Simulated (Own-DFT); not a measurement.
# A change of arrangement and its cost: C36Si36, 72 atoms

Everything here is calculated. The program is Own-DFT (plane waves, in-house, since retired, never reviewed by a person); positions were held fixed, and spin and spin-orbit coupling were off.

Settings: PBE; PseudoDojo norm-conserving scalar-relativistic files; cutoff 42 hartree; 4 x 4 x 3 k mesh centred on Gamma; Fermi-Dirac smearing of 0.1 eV.

Keep in mind: forces on such cells passed a denser k mesh, each cell not checked; stress not checked against mesh or cutoff.

All cells hold the same atoms in the same cell, with vectors in Å (9.248, 0.000, 0.000); (-4.624, 8.009, 0.000); (0.000, 0.000, 10.068). u is the rms random offset of the atoms per axis. E is the free energy of the cell above the lowest run. The arrangements:

- A: 2H SiC
- B: 4H SiC

```
arrangement,u (Å),E (eV),P (GPa)
A,0.0296,0.358,3.83
A,0.0300,0.402,3.79
A,0.0313,0.666,3.94
A,0.0545,6.154,5.69
A,0.0589,8.064,6.49
A,0.0595,7.404,6.21
B,0.0283,0.000,3.68
B,0.0298,0.119,3.70
B,0.0299,0.187,3.66
B,0.0581,6.461,5.69
B,0.0584,7.244,5.96
B,0.0635,8.312,6.43
```

The question: which arrangement lies lowest after the energy of the random moves is removed?

## Answer

Fit E = a + b u², with one b for all and one a for each arrangement, and with residuals divided by u², since the noise grows with the moves. Then b = 2707 eV/Å², the scatter at u = 0.04 Å is 0.16 eV, and against A:

- B: -0.24 ± 0.07 eV (lower)

The cells share one lattice and weren't relaxed, which can shift such small differences either way.
